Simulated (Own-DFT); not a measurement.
Simulation results for AlN (wurtzite, strained, atoms displaced)

Computed with Own-DFT development build. A calculation, not a measurement: plane-wave PBE density functional theory by an unreviewed code, no spin, of a simulated periodic cell, stress positive in tension, free energy of the whole cell less one offset for each atom, forces on such cells passed a denser k mesh, this cell's mesh not checked; offsets are fitted by least squares, one for each functional and potential file, so energies compare only between cells with the same atoms and settings and are not formation energies; the far tail of each file's local potential was reset to the Coulomb form; each entry is a single point on an unrelaxed cell, so the pressure reflects the starting lattice, mostly measured values (interpolated for alloys), from which strain is counted, and rises with the displacements; printed positions are rounded, which can move forces by about a meV/angstrom; the program, named Own-DFT, is a retired in-house code; no spin-orbit coupling.

```yaml
- formula: AlN
  kind: "wurtzite, strained, atoms displaced"
  structure:
    cell_angstrom:
      - [12.6462, 0.0484, 0.0433]
      - [-6.2812, 10.7421, 0.1035]
      - [0.0346, 0.1156, 10.0384]
    atoms_fractional:
      - [Al, 0.08982, 0.16648, 0.99709]
      - [Al, 0.16837, 0.08784, 0.25567]
      - ["N", 0.09143, 0.1708, 0.19418]
      - ["N", 0.16086, 0.08102, 0.44141]
      - [Al, 0.08972, 0.1693, 0.49602]
      - [Al, 0.15751, 0.08272, 0.7432]
      - ["N", 0.08986, 0.16654, 0.69177]
      - ["N", 0.16252, 0.08892, 0.93997]
      - [Al, 0.08974, 0.4317, 0.00456]
      - [Al, 0.17047, 0.33205, 0.24548]
      - ["N", 0.0828, 0.42007, 0.19077]
      - ["N", 0.16323, 0.3299, 0.44493]
      - [Al, 0.07929, 0.41996, 0.50634]
      - [Al, 0.16636, 0.33265, 0.74689]
      - ["N", 0.08905, 0.42119, 0.6873]
      - ["N", 0.15937, 0.33164, 0.94004]
      - [Al, 0.0865, 0.67043, 0.00206]
      - [Al, 0.16074, 0.58039, 0.25201]
      - ["N", 0.08205, 0.66776, 0.18987]
      - ["N", 0.17539, 0.59066, 0.4441]
      - [Al, 0.0843, 0.66468, 0.50152]
      - [Al, 0.16696, 0.58299, 0.74642]
      - ["N", 0.09192, 0.67514, 0.68998]
      - ["N", 0.16735, 0.58088, 0.94629]
      - [Al, 0.07726, 0.91174, 0.00508]
      - [Al, 0.17582, 0.84649, 0.25309]
      - ["N", 0.08979, 0.91851, 0.1901]
      - ["N", 0.17524, 0.84057, 0.43638]
      - [Al, 0.08308, 0.91504, 0.49606]
      - [Al, 0.16991, 0.83763, 0.75884]
      - ["N", 0.07259, 0.91226, 0.68911]
      - ["N", 0.16625, 0.82837, 0.93684]
      - [Al, 0.33022, 0.16413, 0.99566]
      - [Al, 0.42043, 0.08968, 0.25487]
      - ["N", 0.32741, 0.1661, 0.18933]
      - ["N", 0.41461, 0.08272, 0.44615]
      - [Al, 0.33742, 0.18191, 0.50134]
      - [Al, 0.41365, 0.0878, 0.75011]
      - ["N", 0.33087, 0.16935, 0.69282]
      - ["N", 0.41709, 0.08253, 0.94821]
      - [Al, 0.33446, 0.42128, 0.0065]
      - [Al, 0.41591, 0.34209, 0.24672]
      - ["N", 0.33295, 0.41948, 0.20004]
      - ["N", 0.41982, 0.33504, 0.43847]
      - [Al, 0.32947, 0.41455, 0.48965]
      - [Al, 0.41998, 0.33303, 0.74947]
      - ["N", 0.33357, 0.41683, 0.6917]
      - ["N", 0.42578, 0.33625, 0.94753]
      - [Al, 0.3336, 0.66831, 0.99782]
      - [Al, 0.41471, 0.58262, 0.24921]
      - ["N", 0.32422, 0.6723, 0.18301]
      - ["N", 0.4132, 0.58142, 0.43782]
      - [Al, 0.33296, 0.66308, 0.50951]
      - [Al, 0.4147, 0.57822, 0.7458]
      - ["N", 0.32735, 0.65826, 0.68679]
      - ["N", 0.41923, 0.5839, 0.93753]
      - [Al, 0.3292, 0.90995, 0.0011]
      - [Al, 0.42075, 0.82647, 0.24446]
      - ["N", 0.32979, 0.91706, 0.1937]
      - ["N", 0.42101, 0.83433, 0.44156]
      - [Al, 0.32855, 0.91472, 0.49657]
      - [Al, 0.40896, 0.83069, 0.74312]
      - ["N", 0.33672, 0.92305, 0.68494]
      - ["N", 0.41558, 0.82427, 0.94298]
      - [Al, 0.58535, 0.16646, 0.99979]
      - [Al, 0.6729, 0.08734, 0.24861]
      - ["N", 0.58031, 0.1599, 0.19547]
      - ["N", 0.66221, 0.07651, 0.43914]
      - [Al, 0.5737, 0.16237, 0.50709]
      - [Al, 0.66825, 0.08279, 0.7557]
      - ["N", 0.57917, 0.15925, 0.68629]
      - ["N", 0.66578, 0.07765, 0.94188]
      - [Al, 0.58741, 0.42049, 0.99881]
      - [Al, 0.66817, 0.337, 0.24655]
      - ["N", 0.57793, 0.40895, 0.18872]
      - ["N", 0.66196, 0.32991, 0.44025]
      - [Al, 0.58279, 0.4115, 0.49881]
      - [Al, 0.66073, 0.32837, 0.75062]
      - ["N", 0.58711, 0.41505, 0.68703]
      - ["N", 0.6678, 0.33154, 0.93754]
      - [Al, 0.58308, 0.67472, 0.00483]
      - [Al, 0.67575, 0.58248, 0.24364]
      - ["N", 0.58687, 0.67028, 0.18332]
      - ["N", 0.65406, 0.57875, 0.44529]
      - [Al, 0.57736, 0.6637, 0.49649]
      - [Al, 0.66353, 0.57971, 0.74943]
      - ["N", 0.5832, 0.66919, 0.68856]
      - ["N", 0.65937, 0.58038, 0.93678]
      - [Al, 0.57912, 0.91396, 0.99213]
      - [Al, 0.67254, 0.83999, 0.25066]
      - ["N", 0.58296, 0.91903, 0.18558]
      - ["N", 0.65868, 0.82726, 0.43465]
      - [Al, 0.58196, 0.91132, 0.50742]
      - [Al, 0.66849, 0.83142, 0.74983]
      - ["N", 0.57595, 0.90803, 0.68725]
      - ["N", 0.67461, 0.84166, 0.9455]
      - [Al, 0.82941, 0.16272, 0.99497]
      - [Al, 0.91591, 0.07549, 0.25267]
      - ["N", 0.83393, 0.17347, 0.19223]
      - ["N", 0.91376, 0.08615, 0.43745]
      - [Al, 0.82128, 0.16425, 0.50004]
      - [Al, 0.91555, 0.08413, 0.74568]
      - ["N", 0.83134, 0.16072, 0.68857]
      - ["N", 0.91366, 0.07849, 0.95179]
      - [Al, 0.83064, 0.415, 0.99759]
      - [Al, 0.91415, 0.32941, 0.25325]
      - ["N", 0.83164, 0.41021, 0.19228]
      - ["N", 0.93113, 0.33794, 0.44808]
      - [Al, 0.8347, 0.42006, 0.49329]
      - [Al, 0.91636, 0.3304, 0.74934]
      - ["N", 0.83369, 0.41419, 0.68505]
      - ["N", 0.91662, 0.32913, 0.94479]
      - [Al, 0.8287, 0.66314, 0.00699]
      - [Al, 0.91459, 0.58143, 0.24908]
      - ["N", 0.84288, 0.66761, 0.19904]
      - ["N", 0.91959, 0.58038, 0.43554]
      - [Al, 0.82961, 0.6653, 0.49287]
      - [Al, 0.91439, 0.58179, 0.74971]
      - ["N", 0.83637, 0.66838, 0.68555]
      - ["N", 0.91957, 0.58492, 0.93847]
      - [Al, 0.83972, 0.91108, 0.00191]
      - [Al, 0.91837, 0.83242, 0.25432]
      - ["N", 0.83557, 0.92109, 0.18369]
      - ["N", 0.92366, 0.83936, 0.44004]
      - [Al, 0.83731, 0.91392, 0.50811]
      - [Al, 0.92941, 0.83951, 0.75338]
      - ["N", 0.83643, 0.91991, 0.69724]
      - ["N", 0.92411, 0.84036, 0.94012]
  settings:
    functional: PBE
    potential_files: "PseudoDojo norm-conserving, scalar-relativistic, standard set"
    "wave_cutoff [hartree]": 42.0
    occupations: Fermi-Dirac
    "smearing_width [eV]": 0.1
    hardware: "one NVIDIA H100"
    k_mesh: "2 x 2 x 2 centred on Gamma"
  results:
    "free_energy_of_cell_above_offsets [eV]": "-53.638"
    "pressure [GPa]": 1.19
    "stress_xx [GPa]": 1.85
    "stress_yy [GPa]": -4.18
    "stress_zz [GPa]": -1.23
    "stress_yz [GPa]": 3.1
    "stress_xz [GPa]": 0.72
    "stress_xy [GPa]": 0.58
    force_element: [Al, Al, "N", "N", Al, Al, "N", "N", Al, Al, "N", "N", Al, Al, "N", "N", Al, Al, "N", "N", Al, Al, "N", "N", Al, Al, "N", "N", Al, Al, "N", "N", Al, Al, "N", "N", Al, Al, "N", "N", Al, Al, "N", "N", Al, Al, "N", "N", Al, Al, "N", "N", Al, Al, "N", "N", Al, Al, "N", "N", Al, Al, "N", "N", Al, Al, "N", "N", Al, Al, "N", "N", Al, Al, "N", "N", Al, Al, "N", "N", Al, Al, "N", "N", Al, Al, "N", "N", Al, Al, "N", "N", Al, Al, "N", "N", Al, Al, "N", "N", Al, Al, "N", "N", Al, Al, "N", "N", Al, Al, "N", "N", Al, Al, "N", "N", Al, Al, "N", "N", Al, Al, "N", "N", Al, Al, "N", "N"]
    "force_x [eV/angstrom]": [-3.497, 0.418, -1.148, 1.54, -2.207, 2.785, -3.397, 3.074, -0.167, -2.352, 0.538, 0.301, 2.994, 0.263, -0.905, 1.222, -0.015, 0.235, -0.321, -1.152, 0.194, -0.421, -0.868, -0.453, 1.715, -0.237, -1.878, -2.1, 0.919, -0.189, 4.421, -0.557, -0.047, -0.742, 0.986, -1.021, 0.337, 0.829, -0.112, -0.095, 0.065, 1.458, -0.096, -0.642, 0.038, -0.882, 0.571, -1.564, 0.146, -0.403, 1.963, 0.129, -0.002, 0.09, 0.561, -0.441, 0.566, -1.528, 1.989, -0.647, 1.992, 0.959, -0.92, -1.136, -0.423, -1.025, 0.242, -0.525, 1.401, -0.534, -0.002, -0.867, -0.181, 0.077, 0.698, 1.063, -0.441, 1.52, -0.956, -0.315, 0.22, -2.595, 0.337, 2.55, -0.3, 0.366, 0.272, 1.219, 0.841, -0.997, 0.904, 1.618, -0.53, -0.489, 0.705, -0.095, 1.162, -0.383, 0.993, 0.708, 1.866, 1.084, -0.766, 0.754, 1.27, 1.231, -0.844, -4.217, 0.322, 0.189, -0.424, -0.532, 0.701, 2.743, -2.331, -0.909, 0.213, 0.59, -0.602, -0.78, -2.259, 0.266, 1.127, -0.857, -1.43, -4.195, 0.356, 0.035]
    "force_y [eV/angstrom]": [0.846, -0.675, -1.078, 0.743, -1.061, -0.981, 0.995, -2.352, -5.235, 0.347, -0.844, 1.681, 0.78, 0.41, -1.126, 1.407, -1.682, 1.229, 0.274, -1.17, 1.087, 0.065, -1.088, 3.66, 1.622, -2.362, 0.096, -1.466, 0.144, -0.002, 2.31, 1.753, 0.295, -1.059, 0.99, 1.084, -4.029, -0.87, -0.257, -0.206, -1.088, -2.354, 0.453, 1.676, 0.087, 0.782, -0.835, -0.252, -2.143, 1.862, -2.078, 0.246, 1.051, 0.945, 1.068, 0.446, 0.751, 2.105, 0.709, -0.685, 0.465, -0.176, -0.742, 2.581, -0.909, -1.142, 1.808, 1.089, -0.42, -1.01, 0.973, 1.397, -1.515, -2.135, 2.006, 0.486, 0.623, 0.117, -0.258, 0.537, -0.701, -0.351, -0.646, 0.459, 0.159, 1.077, -0.999, 1.724, -0.378, -0.501, -0.262, 0.959, 0.243, 0.455, 0.904, -1.147, 0.005, 2.714, -1.884, -0.835, 0.161, 0.142, 0.882, 0.967, -0.323, 1.051, 1.319, -1.573, -1.836, 0.459, 0.024, 1.358, 0.415, -0.62, 0.136, 1.463, -0.231, 0.309, -0.087, -0.017, 1.587, 1.514, -1.984, -1.434, 0.883, -2.713, -1.102, -2.538]
    "force_z [eV/angstrom]": [1.419, -0.86, -0.648, 0.441, 0.658, 1.548, -1.31, -1.214, 0.336, 1.21, 0.597, -1.052, -0.773, 0.657, 1.259, 0.37, 0.332, 0.232, 0.432, -0.421, -0.499, 0.982, 0.27, -2.302, -0.267, -0.413, 0.434, 0.902, 0.745, -2.692, -1.004, 1.35, 0.982, -0.465, 0.406, -0.417, 0.152, 0.317, -0.239, -1.468, -1.352, 0.185, -1.5, -0.629, 1.469, 0.811, -0.895, -0.939, 0.274, -0.081, 0.697, 0.007, -2.608, 0.661, 1.988, 0.599, 0.788, 1.432, -0.782, 0.054, 0.116, 0.453, 1.264, -1.796, 0.971, 0.372, -0.996, 0.546, -2.094, -1.22, 2.233, -0.575, 0.196, 0.673, -0.065, -0.316, 0.022, -0.807, 0.438, 0.397, -1.966, 1.164, 2.146, -1.626, 0.43, -0.902, -0.02, 1.014, 1.386, -0.975, -0.077, 1.114, -1.976, 0.628, 2.119, -1.118, 1.486, -0.605, -0.527, 1.228, -0.491, 1.51, 0.445, -1.712, 0.091, 0.239, -0.305, -1.511, 0.905, 0.214, 0.624, -1.065, -1.699, -0.063, -1.312, 0.399, 0.972, -0.615, 0.463, 0.729, -0.713, -0.658, 1.662, -0.202, -0.849, 0.366, -0.72, 0.395]
    "wall_time [s]": 407.8
```
